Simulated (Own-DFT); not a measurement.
Simulation results for GaP (zincblende, atoms displaced), Si3N4 (beta silicon nitride, strained, atoms displaced), GaP (zincblende, strained, atoms displaced)

All values are calculated (Own-DFT development build). A calculation, not a measurement: plane-wave PBE density functional theory by an unreviewed code, no spin, of a simulated periodic cell, stress positive in tension, free energy of the whole cell less one offset for each atom, forces on such cells passed a denser k mesh, this cell's mesh not checked; offsets are fitted by least squares, one for each functional and potential file, so energies compare only between cells with the same atoms and settings and are not formation energies; the far tail of each file's local potential was reset to the Coulomb form; each entry is a single point on an unrelaxed cell, so the pressure reflects the starting lattice, mostly measured values (interpolated for alloys), from which strain is counted, and rises with the displacements; printed positions are rounded, which can move forces by about a meV/angstrom; the program, named Own-DFT, is a retired in-house code; no spin-orbit coupling.

Common to all runs: functional PBE; potential files PseudoDojo norm-conserving, scalar-relativistic, standard set; wave cutoff 42 hartree; occupations Fermi-Dirac; smearing width 0.1 eV; k mesh 3 x 3 x 3 centred on Gamma.

(1) GaP (zincblende, atoms displaced)

```
CELL_PARAMETERS angstrom
10.90100 0.00000 0.00000
0.00000 10.90100 0.00000
0.00000 0.00000 10.90100
ATOMIC_POSITIONS crystal
Ga 0.97878 0.99278 0.99987
Ga 0.00300 0.25344 0.22639
Ga 0.23764 0.00382 0.25161
Ga 0.25314 0.23767 0.00619
P 0.11681 0.13081 0.14378
P 0.09836 0.35870 0.37568
P 0.36119 0.10676 0.37807
P 0.38007 0.37262 0.11235
Ga 0.00073 0.99737 0.50489
Ga 0.99718 0.25043 0.75892
Ga 0.25945 0.99693 0.74090
Ga 0.25745 0.25515 0.51882
P 0.11992 0.12667 0.62107
P 0.11870 0.35961 0.88518
P 0.37597 0.12264 0.86077
P 0.36963 0.36806 0.64491
Ga 0.00822 0.50154 0.99750
Ga 0.99216 0.73947 0.26958
Ga 0.23281 0.50348 0.24998
Ga 0.24526 0.75226 0.98339
P 0.12461 0.62640 0.13405
P 0.12627 0.88026 0.36502
P 0.36803 0.62199 0.38783
P 0.37962 0.88412 0.11886
Ga 0.99346 0.50466 0.50748
Ga 0.98749 0.75753 0.75510
Ga 0.24653 0.49614 0.74194
Ga 0.24873 0.76669 0.49739
P 0.12804 0.63965 0.61126
P 0.12237 0.86761 0.88968
P 0.36393 0.64130 0.87642
P 0.37493 0.86702 0.62043
Ga 0.49296 0.99255 0.01237
Ga 0.49833 0.24190 0.24694
Ga 0.72692 0.00173 0.25545
Ga 0.75184 0.25178 0.98608
P 0.61472 0.11204 0.13060
P 0.63231 0.38076 0.36676
P 0.88807 0.14012 0.38650
P 0.87740 0.38349 0.12527
Ga 0.49923 0.00444 0.51271
Ga 0.48849 0.23817 0.75007
Ga 0.75004 0.00814 0.76066
Ga 0.74635 0.25890 0.51307
P 0.62557 0.13947 0.62532
P 0.61515 0.38630 0.88109
P 0.88082 0.11615 0.87362
P 0.87501 0.37862 0.63799
Ga 0.49864 0.51299 0.99387
Ga 0.52054 0.75499 0.24336
Ga 0.73072 0.48918 0.25356
Ga 0.74908 0.73867 0.99890
P 0.60567 0.63629 0.15622
P 0.62515 0.88514 0.37564
P 0.88699 0.61308 0.37290
P 0.88440 0.87952 0.12621
Ga 0.48686 0.50656 0.51365
Ga 0.51157 0.73877 0.75060
Ga 0.75533 0.48188 0.74889
Ga 0.75084 0.74706 0.51295
P 0.60527 0.62127 0.61573
P 0.62253 0.86640 0.87587
P 0.87545 0.62043 0.89505
P 0.87228 0.85566 0.61921
```

| Quantity | Value |
| --- | --- |
| hardware | one NVIDIA H100 |
| free energy of cell above offsets | -21.148 eV |
| pressure | 6.07 GPa |
| stress xx | -5.85 GPa |
| stress yy | -6.71 GPa |
| stress zz | -5.65 GPa |
| stress yz | 0 GPa |
| stress xz | 0.92 GPa |
| stress xy | 0.54 GPa |
| wall time | 558.8 s |

Force:
```
element  x (eV/Å)  y (eV/Å)  z (eV/Å)
     Ga     3.048     0.696     0.114
     Ga    -2.964     1.719     2.806
     Ga     1.096    -0.534    -1.152
     Ga    -0.135     0.014    -0.217
      P     2.076    -2.794    -4.119
      P     2.421     1.669      1.25
      P     1.538     2.395     1.071
      P    -0.481     0.405     1.175
     Ga    -0.349    -0.165     -0.85
     Ga     0.408    -0.613    -0.952
     Ga    -1.564    -0.267     0.263
     Ga    -1.518    -1.007    -2.545
      P     0.413     -0.28     1.458
      P     1.161     1.256    -0.435
      P    -0.889    -1.613     2.899
      P     1.276     0.958    -1.416
     Ga     0.314     -0.27     1.174
     Ga     1.622     2.101    -2.301
     Ga     1.362    -1.767     1.446
     Ga     0.294    -0.129     4.121
      P    -0.467     1.203    -1.653
      P    -1.262    -1.062     1.412
      P    -0.222     0.646    -1.608
      P    -3.039    -2.725     2.301
     Ga     1.291    -0.885     0.075
     Ga     1.319    -1.448     0.863
     Ga    -1.399     1.406     1.376
     Ga    -0.069    -0.805    -1.312
      P    -0.897    -1.132      1.87
      P    -1.711     2.745    -2.657
      P     1.861    -2.753    -1.839
      P     1.362     0.558     1.312
     Ga     1.626     1.683    -3.204
     Ga    -0.787     0.499     0.658
     Ga     3.827     0.788    -0.232
     Ga    -0.327     0.058     1.527
      P     0.856     1.935    -1.758
      P    -3.665    -3.249     4.037
      P     -1.68    -0.799    -0.761
      P    -1.317    -0.218    -1.007
     Ga    -0.118    -0.267    -0.935
     Ga     2.027     1.682     0.245
     Ga    -0.891    -1.553    -1.448
     Ga     1.252     0.463    -1.879
      P    -0.297    -1.518     0.882
      P     0.625    -1.486    -1.226
      P    -0.701     1.494    -0.048
      P     1.398    -1.235    -1.616
     Ga    -0.921      0.72     1.312
     Ga    -6.697     7.007     5.873
     Ga     3.519     3.065    -2.522
     Ga    -0.659     1.322     1.857
      P     6.113     -7.66    -7.421
      P    -0.683    -1.855      2.37
      P    -3.899    -0.497         1
      P    -2.868    -2.058     2.266
     Ga    -1.097    -2.384     -1.93
     Ga    -1.607     1.107     0.325
     Ga    -2.023     2.755     1.932
     Ga    -1.598    -1.548    -2.794
      P     3.754     0.305     1.533
      P     0.401     0.858     0.331
      P    -0.097    -0.455    -2.782
      P     0.636     3.521     1.486
```

(2) Si3N4 (beta silicon nitride, strained, atoms displaced)

```
CELL_PARAMETERS angstrom
7.73490 -0.04150 0.11380
-3.90340 6.69820 0.01150
0.13050 0.09070 8.77930
ATOMIC_POSITIONS crystal
Si 0.16945 0.75692 0.08820
Si 0.23627 0.40003 0.08704
Si 0.59979 0.82929 0.08461
Si 0.82475 0.22274 0.24766
Si 0.76562 0.59695 0.25465
Si 0.40908 0.17071 0.25403
N 0.33965 0.03413 0.08032
N 0.98540 0.31134 0.08590
N 0.68100 0.65892 0.08340
N 0.67001 0.97663 0.25073
N 0.03630 0.70070 0.25758
N 0.29517 0.33197 0.24885
N 0.32576 0.67004 0.08192
N 0.66473 0.33203 0.25127
Si 0.16756 0.77123 0.42042
Si 0.22609 0.39089 0.42242
Si 0.57906 0.81720 0.41276
Si 0.83590 0.24226 0.58552
Si 0.77914 0.59969 0.58422
Si 0.40167 0.18320 0.57654
N 0.33582 0.03762 0.41805
N 0.97738 0.29409 0.42182
N 0.69932 0.66703 0.41682
N 0.67020 0.97681 0.58672
N 0.02857 0.69224 0.58384
N 0.29207 0.33058 0.57682
N 0.33432 0.66381 0.41295
N 0.67213 0.33567 0.57924
Si 0.17548 0.77025 0.74552
Si 0.22084 0.40416 0.75020
Si 0.59497 0.83482 0.74853
Si 0.84103 0.23153 0.91244
Si 0.76798 0.60224 0.91975
Si 0.41091 0.17250 0.92088
N 0.34347 0.03186 0.74828
N 0.97518 0.29781 0.74482
N 0.70670 0.66747 0.75178
N 0.66368 0.96764 0.91047
N 0.02177 0.69060 0.91553
N 0.29984 0.33047 0.90931
N 0.32904 0.66442 0.73884
N 0.66081 0.32388 0.91337
```

| Item | Value |
| --- | --- |
| free energy of cell above offsets | -4.161 eV |
| pressure | -1.09 GPa |
| stress xx | 1.1 GPa |
| stress yy | 4.96 GPa |
| stress zz | -2.81 GPa |
| stress yz | 3.88 GPa |
| stress xz | 3.67 GPa |
| stress xy | -4.62 GPa |

Force:
```
element  x (eV/Å)  y (eV/Å)  z (eV/Å)
     Si    -0.643     1.997    -1.924
     Si     -0.14     2.349    -2.019
     Si    -2.559    -0.488    -0.737
     Si    -0.238     3.388      1.37
     Si     1.099    -1.431    -1.174
     Si    -0.986     1.312    -2.747
      N    -0.867    -2.259     2.611
      N     -2.29    -1.961    -1.245
      N     1.156     0.607     1.495
      N     0.254    -2.567    -0.676
      N    -2.432    -0.603    -0.512
      N     2.489    -1.654     1.265
      N     3.655    -1.013     0.084
      N     1.378     0.768    -0.108
     Si     3.145     0.145    -0.891
     Si    -1.142     3.172    -3.609
     Si     2.269      1.74     2.164
     Si    -2.136    -1.947    -0.843
     Si    -2.167    -1.728     0.127
     Si     2.271    -0.001     2.413
      N    -0.674    -2.162     0.433
      N    -2.022    -0.629    -1.911
      N    -1.003     1.177       1.1
      N     0.328    -0.314     -1.83
      N     0.711      0.92     0.624
      N     2.089    -1.108     3.272
      N    -2.422    -0.947      0.15
      N    -0.722     0.717     0.007
     Si     0.564     0.446     1.241
     Si     3.458      1.63    -0.292
     Si     0.379    -2.577    -0.697
     Si    -3.342     0.095     1.851
     Si     0.664    -2.984    -1.056
     Si    -0.995     0.475    -2.682
      N    -1.343    -0.148    -0.523
      N    -1.366    -0.432     0.427
      N    -1.908     1.543    -0.506
      N     1.212     1.114      2.06
      N     1.166     1.032     1.085
      N     0.182    -0.413     1.061
      N     0.366     0.228      0.71
      N     2.562     2.513     0.435
```

(3) GaP (zincblende, strained, atoms displaced)

```
CELL_PARAMETERS angstrom
10.86200 0.00000 0.00000
0.00000 10.86200 0.00000
0.00000 0.00000 10.94390
ATOMIC_POSITIONS crystal
Ga 0.00536 0.00213 0.00000
Ga 0.99867 0.25218 0.24873
Ga 0.25295 0.00095 0.24817
Ga 0.25064 0.25194 0.99729
P 0.12813 0.12848 0.12481
P 0.12631 0.37472 0.37760
P 0.37592 0.12260 0.37576
P 0.37027 0.37388 0.12190
Ga 0.99896 0.99720 0.50046
Ga 0.99628 0.24902 0.75268
Ga 0.24948 0.99835 0.75567
Ga 0.25072 0.25265 0.49853
P 0.12442 0.12614 0.62192
P 0.12496 0.37072 0.87256
P 0.37263 0.12546 0.87402
P 0.37626 0.37744 0.62475
Ga 0.99953 0.49965 0.99684
Ga 0.00110 0.74880 0.24704
Ga 0.24701 0.50178 0.25031
Ga 0.24601 0.75358 0.00194
P 0.12521 0.62308 0.12305
P 0.12737 0.87641 0.37088
P 0.37504 0.62659 0.37369
P 0.37590 0.87220 0.12349
Ga 0.99718 0.50327 0.49657
Ga 0.00386 0.74425 0.75294
Ga 0.25621 0.49908 0.74790
Ga 0.25015 0.74797 0.49517
P 0.12355 0.62232 0.62602
P 0.12636 0.87939 0.87631
P 0.37436 0.62319 0.87463
P 0.38415 0.88345 0.62354
Ga 0.49845 0.00154 0.00236
Ga 0.50010 0.25277 0.24522
Ga 0.74890 0.99627 0.24503
Ga 0.74852 0.25524 0.00158
P 0.62680 0.12628 0.12613
P 0.62208 0.37393 0.37691
P 0.87347 0.12425 0.37334
P 0.87645 0.37301 0.12310
Ga 0.49915 0.00238 0.50181
Ga 0.50053 0.25130 0.75029
Ga 0.75059 0.00611 0.75136
Ga 0.74693 0.24898 0.49912
P 0.62609 0.12549 0.62448
P 0.62628 0.37321 0.87309
P 0.87943 0.12246 0.87057
P 0.87418 0.37472 0.62268
Ga 0.49817 0.50327 0.99884
Ga 0.49862 0.75435 0.25128
Ga 0.75315 0.50560 0.24702
Ga 0.74594 0.75063 0.00087
P 0.62477 0.62582 0.12846
P 0.62612 0.87779 0.37278
P 0.87255 0.62275 0.37722
P 0.87469 0.87447 0.12390
Ga 0.49972 0.49637 0.49695
Ga 0.49766 0.74777 0.74757
Ga 0.75145 0.49867 0.75555
Ga 0.74844 0.74744 0.49686
P 0.62238 0.62687 0.62245
P 0.62978 0.87269 0.88046
P 0.87782 0.62279 0.87740
P 0.87366 0.87512 0.62849
```

| Property | Result |
| --- | --- |
| hardware | one NVIDIA H100 |
| free energy of cell above offsets | -35.078 eV |
| pressure | 3.14 GPa |
| stress xx | -3.33 GPa |
| stress yy | -3.31 GPa |
| stress zz | -2.77 GPa |
| stress yz | 0.32 GPa |
| stress xz | -0.25 GPa |
| stress xy | 0.04 GPa |
| wall time | 517.4 s |

Force:
```
element  x (eV/Å)  y (eV/Å)  z (eV/Å)
     Ga    -0.496     0.084     0.303
     Ga     0.229    -0.333     0.369
     Ga    -0.065    -0.031    -0.043
     Ga    -0.198    -0.267    -0.032
      P    -0.118    -0.117     0.088
      P    -0.401     0.331    -0.451
      P     0.066     0.627    -0.315
      P     0.446     0.541     0.258
     Ga     0.029     0.128    -0.104
     Ga     0.446     0.157    -0.912
     Ga     0.195     0.442    -1.178
     Ga      0.16    -0.452      0.29
      P     0.114    -0.151     0.462
      P     0.101     0.665     -0.08
      P     0.496     0.079     0.196
      P     0.124    -0.495    -0.199
     Ga     0.411     -0.45     0.202
     Ga    -0.157     0.045     0.327
     Ga     0.281    -0.228     0.034
     Ga     0.334    -0.406    -0.311
      P    -0.245      0.08    -0.037
      P    -0.316    -0.204     0.193
      P     0.152    -0.394    -0.115
      P    -0.149     0.414      0.09
     Ga     0.291    -0.605     0.518
     Ga    -0.314      0.69     -0.15
     Ga    -0.804    -0.086     0.237
     Ga     0.031      0.55     0.728
      P     0.528     0.164    -0.303
      P    -0.271    -0.862    -0.071
      P    -0.263     0.672     0.095
      P    -1.505    -1.205      0.56
     Ga     0.291    -0.049      -0.3
     Ga    -0.219    -0.226     0.441
     Ga     0.296     0.449     0.369
     Ga     0.314    -0.856    -0.405
      P    -0.194     0.009    -0.332
      P     0.515     0.178    -0.822
      P     0.011    -0.111    -0.062
      P     -0.08     0.654     0.173
     Ga     0.779     0.275    -0.607
     Ga    -0.122    -0.274    -0.213
     Ga    -0.204    -0.799    -0.041
     Ga     0.367     0.061    -0.058
      P     -0.25     0.109     0.197
      P    -0.409     0.394     0.458
      P    -0.564       0.4     1.175
      P    -0.055     0.096      0.21
     Ga     0.309    -0.474      0.25
     Ga     0.215     -0.27     0.077
     Ga    -0.308    -0.937     0.292
     Ga     0.742    -0.463     0.282
      P    -0.334      0.09    -0.351
      P    -0.211    -0.125     0.336
      P     0.396     0.615    -0.629
      P     0.356    -0.054    -0.297
     Ga    -0.049     0.603     0.237
     Ga     0.372     0.468     0.305
     Ga    -0.031     0.267    -0.924
     Ga     0.006     0.568     0.456
      P     0.306    -0.616     0.278
      P    -0.924     0.635    -0.963
      P    -0.548     0.445     0.008
      P      0.09    -0.442    -0.189
```

(4) GaP (zincblende, strained, atoms displaced)

```
CELL_PARAMETERS angstrom
10.86200 0.00000 0.00000
0.00000 10.86200 0.00000
0.00000 0.00000 10.94390
ATOMIC_POSITIONS crystal
Ga 0.99371 0.97879 0.99725
Ga 0.00184 0.24387 0.24753
Ga 0.24677 0.01386 0.23639
Ga 0.25489 0.24497 0.98942
P 0.13159 0.13566 0.14113
P 0.13197 0.37328 0.36256
P 0.37899 0.12820 0.38446
P 0.37327 0.37512 0.12940
Ga 0.98793 0.00755 0.49718
Ga 0.98704 0.25477 0.74351
Ga 0.25939 0.01218 0.75145
Ga 0.26522 0.25370 0.49114
P 0.11921 0.12861 0.60367
P 0.12574 0.37553 0.86624
P 0.36502 0.12312 0.87645
P 0.37226 0.37570 0.63010
Ga 0.99845 0.49574 0.00461
Ga 0.00260 0.75795 0.24097
Ga 0.25558 0.48969 0.23697
Ga 0.25728 0.74893 0.99200
P 0.12977 0.63205 0.13013
P 0.12428 0.88373 0.37713
P 0.37013 0.63545 0.37689
P 0.38834 0.87732 0.12750
Ga 0.00315 0.50360 0.49636
Ga 0.00606 0.76121 0.76178
Ga 0.25508 0.50307 0.75272
Ga 0.25077 0.73973 0.50070
P 0.11995 0.61983 0.62655
P 0.11215 0.88780 0.85767
P 0.36417 0.62370 0.87743
P 0.37686 0.87580 0.62438
Ga 0.48615 0.99489 0.98807
Ga 0.49648 0.23465 0.23661
Ga 0.74955 0.00735 0.24376
Ga 0.75076 0.25713 0.98287
P 0.62341 0.11571 0.12313
P 0.63242 0.38045 0.37096
P 0.87653 0.12949 0.38125
P 0.88185 0.37314 0.12859
Ga 0.51338 0.01241 0.50004
Ga 0.49768 0.25423 0.76380
Ga 0.74893 0.00438 0.75498
Ga 0.74956 0.25823 0.50930
P 0.61547 0.11290 0.62455
P 0.61904 0.37869 0.88080
P 0.87122 0.11400 0.87870
P 0.87324 0.36980 0.62505
Ga 0.50064 0.49403 0.00514
Ga 0.50411 0.75064 0.25283
Ga 0.74364 0.48952 0.25640
Ga 0.75495 0.75059 0.99306
P 0.62614 0.63034 0.13348
P 0.62686 0.88023 0.38483
P 0.88164 0.61702 0.37536
P 0.88981 0.88093 0.13324
Ga 0.50239 0.51269 0.49287
Ga 0.50481 0.75615 0.76771
Ga 0.74031 0.50404 0.76022
Ga 0.75513 0.75418 0.49968
P 0.62129 0.61940 0.63554
P 0.62783 0.86826 0.87574
P 0.86914 0.61415 0.88684
P 0.86942 0.88377 0.63372
```

| Item | Value |
| --- | --- |
| hardware | one NVIDIA H100 |
| free energy of cell above offsets | -27.473 eV |
| pressure | 4.92 GPa |
| stress xx | -5.16 GPa |
| stress yy | -5.08 GPa |
| stress zz | -4.52 GPa |
| stress yz | -0.8 GPa |
| stress xz | -0.56 GPa |
| stress xy | 1.08 GPa |
| wall time | 568.1 s |

Force:
```
element  x (eV/Å)  y (eV/Å)  z (eV/Å)
     Ga     1.118     2.438    -0.039
     Ga    -0.858     0.933     1.292
     Ga     1.916    -2.457     2.541
     Ga    -1.795     1.616     1.761
      P    -0.899     0.002    -4.172
      P    -0.356     0.252     1.149
      P      0.71    -1.109    -1.938
      P     1.395      -1.7     -2.01
     Ga      0.87    -1.593     0.495
     Ga     1.749    -1.681     0.677
     Ga    -2.056    -1.225    -2.809
     Ga     -1.88     0.818     0.954
      P     1.032      0.76     1.919
      P    -0.471    -0.354     0.768
      P     2.079     0.469     0.025
      P     1.005     0.283    -0.478
     Ga     1.258     0.239     0.185
     Ga     1.086    -1.231      2.42
     Ga    -1.279     2.241     1.775
     Ga    -1.488     1.485     1.399
      P     0.103    -0.621    -1.268
      P     0.221      -0.5    -0.306
      P     0.791    -1.614    -1.509
      P    -1.846     -0.13    -0.234
     Ga     0.411    -1.336     0.111
     Ga     -2.48    -2.932    -2.411
     Ga    -1.024    -0.382    -0.924
     Ga    -1.283     1.784     0.896
      P     0.365     0.823     0.709
      P     3.627     0.937     2.231
      P     2.387    -0.372    -0.127
      P     0.373     0.038     0.423
     Ga     1.672    -0.094     0.686
     Ga     0.223     0.946     1.476
     Ga     0.599    -0.617     1.458
     Ga     0.558    -0.925     2.045
      P    -0.097     0.799    -2.055
      P    -2.567     -2.19     1.591
      P    -1.493      0.76     -1.28
      P    -1.221    -0.422    -0.356
     Ga    -2.699    -2.366    -1.387
     Ga    -0.285    -0.629    -1.566
     Ga    -0.906    -0.518    -0.537
     Ga    -0.987    -1.175    -0.911
      P     2.281     3.477     2.898
      P     0.183    -0.158    -0.486
      P     0.716     1.372     0.041
      P    -0.514     2.473     0.291
     Ga    -0.608     1.451     0.757
     Ga     0.006     0.517     0.853
     Ga     2.102     1.961    -1.669
     Ga    -0.062     0.121     1.892
      P     0.511    -0.749    -0.942
      P     0.439    -0.377    -1.463
      P    -0.957     1.442    -0.875
      P     -3.19    -0.469    -0.509
     Ga    -0.158    -0.903     0.516
     Ga    -1.621    -1.411    -2.152
     Ga     0.879    -0.657    -0.956
     Ga     0.087     -0.79     0.698
      P     0.041     1.433    -0.723
      P     0.523     1.893     0.846
      P      1.05     0.882    -1.081
      P     0.713    -0.958    -0.604
```
